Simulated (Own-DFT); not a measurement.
Simulation results for AlGa3N4 (wurtzite random alloy, strained, atoms displaced)

Computed with Own-DFT development build. A calculation, not a measurement: plane-wave PBE density functional theory by an unreviewed code, no spin, of a simulated periodic cell, stress positive in tension, free energy of the whole cell less one offset for each atom, forces on such cells passed a denser k mesh, this cell's mesh not checked; offsets are fitted by least squares, one for each functional and potential file, so energies compare only between cells with the same atoms and settings and are not formation energies; the far tail of each file's local potential was reset to the Coulomb form; each entry is a single point on an unrelaxed cell, so the pressure reflects the starting lattice, mostly measured values, from which strain is counted, and rises with the displacements; printed positions are rounded, which can move forces by about a meV/angstrom; the program is a retired in-house code; no spin-orbit coupling.

Settings shared by all entries: functional PBE; potential files PseudoDojo norm-conserving, scalar-relativistic, standard set with the stringent files for Ga; wave cutoff 96 hartree; occupations Gaussian; smearing width 0.01 eV; k mesh 4 x 4 x 3 centred on Gamma.

(1) AlGa3N4 (wurtzite random alloy, strained, atoms displaced)

```
cell vectors (Å)
   9.6281     0.0000     0.0000
  -4.8141     8.3382     0.0000
   0.0000     0.0000    10.2685
atoms (fractions of the cell vectors)
Al  0.11499  0.22415  0.99842
Ga  0.22389  0.11114  0.25855
N   0.11901  0.23126  0.18706
N   0.21788  0.10712  0.43896
Ga  0.11539  0.21352  0.49770
Ga  0.22507  0.10665  0.75694
N   0.11570  0.22579  0.69555
N   0.21589  0.10862  0.94324
Ga  0.10319  0.55741  0.99267
Al  0.21899  0.44887  0.25149
N   0.10257  0.54683  0.19102
N   0.22572  0.45101  0.43763
Ga  0.11797  0.56353  0.49888
Ga  0.21590  0.44300  0.75075
N   0.11571  0.55779  0.68721
N   0.22581  0.45341  0.93629
Ga  0.11483  0.88500  0.00111
Ga  0.23105  0.77922  0.25329
N   0.11392  0.88915  0.18819
N   0.22948  0.78255  0.43958
Ga  0.10952  0.88247  0.49479
Ga  0.22075  0.77099  0.75541
N   0.11220  0.89715  0.69630
N   0.22346  0.79055  0.94718
Ga  0.44832  0.22510  0.00234
Ga  0.56733  0.11422  0.25093
N   0.43934  0.22335  0.19125
N   0.55284  0.09311  0.43978
Ga  0.44885  0.21691  0.49533
Al  0.55736  0.11981  0.75086
N   0.44080  0.22048  0.68977
N   0.55004  0.11177  0.93786
Ga  0.44152  0.55373  0.00763
Ga  0.55104  0.44940  0.24542
N   0.43219  0.56178  0.18645
N   0.55515  0.43971  0.44304
Ga  0.44970  0.56488  0.50460
Ga  0.55419  0.43876  0.74946
N   0.45372  0.56010  0.68725
N   0.55497  0.43138  0.93406
Ga  0.44273  0.89229  0.00395
Ga  0.55550  0.77883  0.25461
N   0.44337  0.88785  0.20348
N   0.56908  0.79456  0.44025
Ga  0.42893  0.87173  0.50462
Ga  0.54615  0.77180  0.74891
N   0.44184  0.89166  0.68414
N   0.55159  0.77749  0.94657
Ga  0.77697  0.21904  0.00993
Al  0.88974  0.11437  0.24814
N   0.78084  0.21952  0.19385
N   0.89618  0.11150  0.43727
Ga  0.77268  0.21767  0.50589
Al  0.88951  0.11229  0.74194
N   0.77860  0.21820  0.69169
N   0.88014  0.11281  0.94709
Ga  0.77453  0.55299  0.99876
Al  0.88548  0.43427  0.25006
N   0.78314  0.56060  0.19111
N   0.88424  0.43941  0.43979
Ga  0.77704  0.55873  0.49780
Ga  0.88927  0.44203  0.75383
N   0.77196  0.56072  0.68170
N   0.88707  0.44303  0.93548
Ga  0.77457  0.88526  0.00115
Al  0.88638  0.77628  0.24437
N   0.77527  0.89239  0.18981
N   0.88647  0.76945  0.43910
Al  0.78993  0.89981  0.50387
Al  0.89292  0.78148  0.74728
N   0.76721  0.88448  0.69053
N   0.88642  0.77737  0.92786
```

```
free energy of cell above offsets : -10.576 eV
pressure                          : 1.74 GPa
stress xx                         : 0.29 GPa
stress yy                         : 0.07 GPa
stress zz                         : -5.58 GPa
stress yz                         : -0.53 GPa
stress xz                         : 0.49 GPa
stress xy                         : -0.13 GPa
```

Force:
```
element  x (eV/Å)  y (eV/Å)  z (eV/Å)
     Al    -0.911     0.024     0.249
     Ga    -0.665    -0.067    -2.259
      N    -0.956    -0.401     0.297
      N     1.548    -0.505     0.831
     Ga     -1.28     2.048     0.961
     Ga    -0.617     1.114    -0.133
      N    -0.776    -1.256    -0.715
      N     0.182     0.721     0.381
     Ga     1.257     0.226     1.514
     Al     0.081    -0.682    -0.179
      N    -0.071      0.41    -0.098
      N     0.406    -0.411    -0.186
     Ga     -0.77    -1.586    -0.366
     Ga     1.579     0.394    -0.433
      N     -0.93    -0.166     0.443
      N    -0.357    -1.313     0.748
     Ga    -2.977     1.474     0.441
     Ga    -1.903    -0.942    -0.797
      N    -0.795    -0.548     1.145
      N    -2.004     -1.28     -0.35
     Ga    -0.461     0.391     1.156
     Ga    -0.404     1.617    -0.316
      N     0.101    -2.212    -1.296
      N      2.03    -2.404    -1.428
     Ga    -1.081     -1.36      0.29
     Ga    -1.951    -0.653     0.667
      N     1.398     0.198     0.192
      N    -0.572     1.444     0.256
     Ga    -0.232    -0.065     0.457
     Al     0.205    -1.164    -0.267
      N     1.197     -0.42    -0.258
      N     0.977    -0.009      -0.1
     Ga     0.183     0.241    -2.097
     Ga     0.246    -0.165      0.98
      N     0.977    -0.646     1.786
      N    -0.771     0.415      -1.1
     Ga     0.475    -0.429    -1.215
     Ga    -0.209     0.792    -0.806
      N    -1.217    -1.138     0.959
      N    -0.887     1.935     1.086
     Ga     0.677    -0.101     0.541
     Ga     0.286     0.239     -0.12
      N      0.67     0.985    -2.093
      N     0.579    -1.255     0.758
     Ga     2.548     2.034    -0.447
     Ga     0.268     1.041     0.838
      N    -0.082     0.415     2.407
      N    -0.129    -0.219    -0.824
     Ga    -0.729     0.217    -1.698
     Al     1.531    -0.422     0.144
      N     0.181     0.801     0.336
      N    -0.496    -0.297    -0.166
     Ga     0.508     0.167    -0.963
     Al     0.184    -0.723     1.591
      N     -0.66    -0.006     0.681
      N     2.287     0.037    -1.606
     Ga     0.025     0.644    -0.237
     Al    -0.329     1.563     0.768
      N    -0.028    -0.857    -0.203
      N     0.455     0.225    -0.651
     Ga     0.307    -1.404    -0.147
     Ga    -0.784     0.444    -1.919
      N     1.534     0.156     1.821
      N    -0.397    -0.277     1.184
     Ga     0.096     0.493    -0.614
     Al      0.38     0.762     0.669
      N     1.301    -0.025     0.693
      N    -0.712     2.264    -1.122
     Al    -0.617    -1.328    -0.392
     Al    -1.021    -0.374    -0.598
      N     1.838     1.469    -0.418
      N     0.287    -0.288     1.347
```

(2) AlGa3N4 (wurtzite random alloy, strained, atoms displaced)

```
cell vectors (Å)
   9.6281     0.0000     0.0000
  -4.8141     8.3382     0.0000
   0.0000     0.0000    10.2685
atoms (fractions of the cell vectors)
Ga  0.11776  0.22555  0.00415
Al  0.22494  0.11440  0.25623
N   0.11099  0.22312  0.19713
N   0.22470  0.09453  0.43622
Ga  0.11850  0.22682  0.50748
Ga  0.22868  0.10758  0.75250
N   0.10632  0.22339  0.68992
N   0.21697  0.11127  0.93783
Ga  0.11277  0.55712  0.99816
Ga  0.22707  0.44408  0.25670
N   0.11681  0.55007  0.18616
N   0.21699  0.44917  0.43616
Ga  0.10168  0.54878  0.50479
Ga  0.21104  0.44330  0.75651
N   0.11648  0.54756  0.69326
N   0.22188  0.44165  0.94161
Ga  0.10489  0.89613  0.00186
Ga  0.22841  0.77867  0.25155
N   0.10528  0.88119  0.18495
N   0.21251  0.76741  0.43815
Ga  0.11188  0.89913  0.50121
Ga  0.22398  0.77665  0.75058
N   0.11381  0.88155  0.68883
N   0.22865  0.77954  0.94390
Ga  0.44952  0.22007  0.00442
Ga  0.55053  0.11312  0.25502
N   0.44358  0.21838  0.18086
N   0.55360  0.10873  0.43290
Ga  0.43495  0.21303  0.50309
Ga  0.55858  0.11240  0.75385
N   0.45238  0.22472  0.68799
N   0.55656  0.11329  0.93340
Ga  0.43888  0.55444  0.99818
Al  0.55685  0.43765  0.24323
N   0.44559  0.56497  0.19298
N   0.56467  0.44331  0.43664
Al  0.44155  0.55450  0.49836
Al  0.56640  0.44865  0.75845
N   0.43768  0.55207  0.69089
N   0.55438  0.44935  0.94346
Ga  0.44635  0.89571  0.00488
Ga  0.56017  0.78169  0.25991
N   0.45155  0.88153  0.18960
N   0.55507  0.78356  0.44441
Ga  0.45272  0.89537  0.49716
Ga  0.54974  0.77213  0.75716
N   0.44555  0.89365  0.69820
N   0.55278  0.78389  0.94640
Al  0.77941  0.22475  0.00845
Ga  0.88429  0.11149  0.25692
N   0.77979  0.22632  0.19382
N   0.88288  0.10246  0.43818
Al  0.77987  0.22265  0.50345
Al  0.89063  0.11748  0.74421
N   0.76701  0.21954  0.68341
N   0.88883  0.11107  0.93799
Ga  0.77492  0.55514  0.99929
Ga  0.88327  0.44237  0.25903
N   0.77632  0.54724  0.18459
N   0.88372  0.44289  0.44591
Al  0.77066  0.54551  0.50405
Ga  0.88934  0.44826  0.74649
N   0.77606  0.54742  0.69211
N   0.87729  0.43238  0.94393
Ga  0.77516  0.88158  0.00298
Al  0.88231  0.77889  0.25753
N   0.78014  0.88381  0.19123
N   0.89275  0.78126  0.44806
Ga  0.78221  0.89877  0.50124
Ga  0.89378  0.77655  0.75310
N   0.78981  0.90137  0.69214
N   0.88854  0.77757  0.94239
```

```
free energy of cell above offsets : -9.758 eV
pressure                          : 2.17 GPa
stress xx                         : 0.4 GPa
stress yy                         : 0.11 GPa
stress zz                         : -7.02 GPa
stress yz                         : 1.04 GPa
stress xz                         : -0.42 GPa
stress xy                         : 0.51 GPa
```

Force:
```
element  x (eV/Å)  y (eV/Å)  z (eV/Å)
     Ga    -1.436    -0.635     0.179
     Al    -0.451     -1.14    -1.888
      N     1.124    -0.817     0.051
      N    -1.246     3.774    -0.729
     Ga    -0.558    -0.277    -1.427
     Ga     -0.65     0.337    -0.352
      N     0.648    -0.518     0.475
      N     1.245     0.441     0.318
     Ga    -0.593    -0.305     0.764
     Ga    -0.668      0.38    -1.825
      N    -1.193      0.29     0.924
      N     1.792    -0.674     2.159
     Ga      0.48     1.108     -0.46
     Ga     3.053    -1.078     0.123
      N    -3.014     1.574    -0.682
      N    -0.386     0.177    -0.033
     Ga     1.457     -0.94    -0.049
     Ga    -0.618    -0.944    -0.712
      N    -0.478     1.247     2.114
      N     0.461      1.14     0.892
     Ga      0.86    -4.009     0.617
     Ga      0.59    -0.094     0.576
      N    -0.593     0.837      0.34
      N    -1.341     0.067    -0.667
     Ga    -0.821     0.109     -2.44
     Ga     1.147    -0.828    -1.807
      N    -1.207     0.467      3.02
      N     0.626     1.129     2.169
     Ga     1.594     1.191    -0.248
     Ga     -0.35    -0.353    -0.905
      N    -0.975     0.734     0.943
      N     0.771     0.591     2.524
     Ga     0.087     1.033     1.015
     Al    -0.581      1.18     0.395
      N      1.78    -1.748     0.081
      N    -1.945    -0.144    -0.422
     Al     0.302     0.357     0.431
     Al    -1.743     -0.68    -0.915
      N     1.388    -0.387    -0.483
      N     0.216    -0.718    -0.912
     Ga     0.094    -0.292    -0.421
     Ga     0.455    -0.452    -1.077
      N     -1.43      1.76     0.648
      N     1.136    -1.626      0.52
     Ga    -1.741    -1.008     1.302
     Ga     0.452     0.949    -0.645
      N     0.445    -0.615    -1.455
      N     0.854    -0.957    -0.568
     Al     0.466    -1.005     -0.92
     Ga     0.656    -0.174    -1.641
      N     -0.49    -0.853    -0.484
      N    -0.209     3.052      1.17
     Al    -0.634    -0.485    -1.024
     Al    -0.527     -0.57     1.436
      N     2.264     0.441     0.063
      N    -0.573     0.542     0.068
     Ga     0.862    -0.057     0.161
     Ga     1.347      0.88    -1.307
      N    -1.234     1.121     1.793
      N    -0.383    -0.869     0.571
     Al     0.299     1.519    -0.047
     Ga     0.885    -1.389     1.313
      N    -1.135      1.12    -0.673
      N     0.597     1.073     -0.94
     Ga    -0.616     1.267    -0.406
     Al     1.676    -0.746    -0.386
      N    -0.194     0.493     0.713
      N    -0.922     -1.57    -1.133
     Ga     0.223     -2.37     1.192
     Ga    -0.828     0.501    -0.563
      N    -0.482    -0.975     0.233
      N    -0.088    -0.578    -0.649
```

(3) AlGa3N4 (wurtzite random alloy, strained, atoms displaced)

```
cell vectors (Å)
   9.6281     0.0000     0.0000
  -4.8141     8.3382     0.0000
   0.0000     0.0000    10.2685
atoms (fractions of the cell vectors)
Ga  0.10955  0.21196  0.99553
Ga  0.22248  0.11547  0.25683
N   0.11186  0.22040  0.19300
N   0.21335  0.10689  0.44324
Al  0.11642  0.21972  0.49814
Ga  0.21306  0.12007  0.74619
N   0.09274  0.21724  0.68792
N   0.22494  0.11118  0.94274
Ga  0.09896  0.55129  0.99911
Ga  0.21633  0.43647  0.25035
N   0.10491  0.55175  0.18802
N   0.22152  0.44121  0.44421
Al  0.10507  0.56044  0.50052
Ga  0.22173  0.44476  0.76135
N   0.11360  0.54114  0.69034
N   0.21825  0.44218  0.94278
Ga  0.10834  0.88319  0.99552
Al  0.22372  0.78524  0.25413
N   0.10921  0.89019  0.18157
N   0.22254  0.77300  0.43546
Ga  0.10439  0.87810  0.49864
Al  0.20997  0.76785  0.75254
N   0.10404  0.88326  0.68337
N   0.22405  0.77207  0.93969
Ga  0.44313  0.22221  0.99567
Ga  0.55374  0.11245  0.24987
N   0.45024  0.23422  0.18945
N   0.55452  0.10270  0.43985
Ga  0.44713  0.22498  0.49945
Ga  0.54826  0.10753  0.75092
N   0.44700  0.21856  0.69705
N   0.55897  0.11344  0.94321
Ga  0.44498  0.55041  0.00508
Ga  0.55120  0.44155  0.25652
N   0.44627  0.54561  0.19411
N   0.53809  0.43290  0.43786
Ga  0.44415  0.55535  0.49967
Ga  0.55806  0.44957  0.76788
N   0.44925  0.54767  0.69985
N   0.54756  0.43884  0.94610
Al  0.43728  0.88573  0.00847
Ga  0.54780  0.76653  0.24662
N   0.44881  0.88903  0.19569
N   0.54960  0.78368  0.43577
Ga  0.44459  0.89564  0.49806
Ga  0.56432  0.77649  0.75194
N   0.44181  0.88062  0.68907
N   0.55695  0.77950  0.93990
Al  0.77603  0.22259  0.00120
Ga  0.88918  0.10391  0.25237
N   0.77585  0.21784  0.19029
N   0.89679  0.11949  0.44021
Al  0.77810  0.22649  0.49989
Ga  0.88864  0.10252  0.75346
N   0.77776  0.22153  0.69046
N   0.89873  0.12057  0.93177
Ga  0.78840  0.56298  0.00157
Ga  0.88694  0.44472  0.24385
N   0.79307  0.56349  0.18118
N   0.89121  0.45128  0.44146
Ga  0.77235  0.55177  0.49948
Ga  0.88616  0.44748  0.73963
N   0.77653  0.55826  0.70180
N   0.89897  0.43880  0.93521
Al  0.78457  0.89020  0.00241
Al  0.88902  0.77819  0.25368
N   0.77660  0.87670  0.18932
N   0.88087  0.77699  0.43683
Ga  0.77020  0.88493  0.50017
Ga  0.87993  0.77309  0.75019
N   0.76434  0.88621  0.68982
N   0.89913  0.78530  0.94199
```

```
free energy of cell above offsets : -9.794 eV
pressure                          : 2.06 GPa
stress xx                         : -1.05 GPa
stress yy                         : 0.04 GPa
stress zz                         : -5.18 GPa
stress yz                         : 0.18 GPa
stress xz                         : -0.45 GPa
stress xy                         : 0.19 GPa
```

Force:
```
element  x (eV/Å)  y (eV/Å)  z (eV/Å)
     Ga    -0.209      1.51     1.206
     Ga      0.59    -0.556    -1.195
      N    -0.377    -0.512    -0.904
      N     1.105    -0.159     0.324
     Al    -1.848     0.745     0.682
     Ga     1.569    -0.986      0.21
      N     2.463     1.063    -1.135
      N    -0.134    -0.759    -1.193
     Ga     2.521     0.611     0.761
     Ga    -0.275     0.958     0.367
      N     1.028     1.384      0.79
      N    -0.978     0.028     -0.03
     Al      2.05     -1.02     0.198
     Ga      0.89    -0.652    -1.208
      N    -2.195      2.69    -1.226
      N     0.666    -0.069     1.179
     Ga     1.586     1.187     0.392
     Al     0.007    -0.956    -1.405
      N     0.497    -0.346     2.375
      N    -0.881    -0.104     0.201
     Ga    -0.068     0.731     -0.24
     Al     1.389     0.531    -0.655
      N     0.461    -0.275     1.525
      N    -0.234     0.734    -0.463
     Ga     0.595    -0.579     1.009
     Ga     0.218     0.167    -0.178
      N     0.022    -2.026     0.052
      N    -0.043     2.947    -0.156
     Ga    -0.098    -1.901      1.29
     Ga     1.545    -0.846     0.208
      N    -1.804     1.063    -1.005
      N     0.165    -1.005     0.585
     Ga    -1.192     0.764     -0.28
     Ga     1.466     0.662    -1.314
      N     -1.55     0.728    -0.431
      N     1.661     1.735     0.856
     Ga     -0.98     0.457      1.01
     Ga     0.394    -1.426     -2.02
      N    -1.279     0.651    -1.324
      N     1.558     1.153     0.838
     Al     1.104     0.341    -1.094
     Ga     0.544     0.729     0.357
      N    -1.704    -0.601    -1.117
      N     1.167    -1.175     0.354
     Ga     0.059    -1.706     1.278
     Ga    -3.253    -1.192     0.635
      N    -1.208    -0.174     0.457
      N     0.397     0.499       1.6
     Al     0.663    -0.125    -0.469
     Ga    -0.497     0.145    -0.115
      N     0.211     0.176    -0.732
      N    -0.599     -0.38     0.638
     Al     0.722    -0.633     0.336
     Ga    -2.108     0.528    -1.239
      N    -0.562    -0.238    -1.072
      N    -1.515    -1.952     2.812
     Ga    -0.176    -1.136    -1.213
     Ga      0.48    -0.507     0.699
      N    -1.571     0.241     2.339
      N    -0.187    -0.979     0.143
     Ga    -0.643     0.224      0.44
     Ga     1.433    -1.349      1.28
      N    -0.402    -0.614    -1.797
      N    -3.302    -0.898    -0.267
     Al    -0.923     0.161    -0.257
     Al     0.564    -0.186    -1.171
      N    -0.123      0.63    -0.463
      N     0.401    -0.688     -0.09
     Ga    -0.343     1.156    -0.374
     Ga     0.443     1.585      0.04
      N     2.916     0.512    -0.731
      N    -2.292    -0.715      -0.9
```
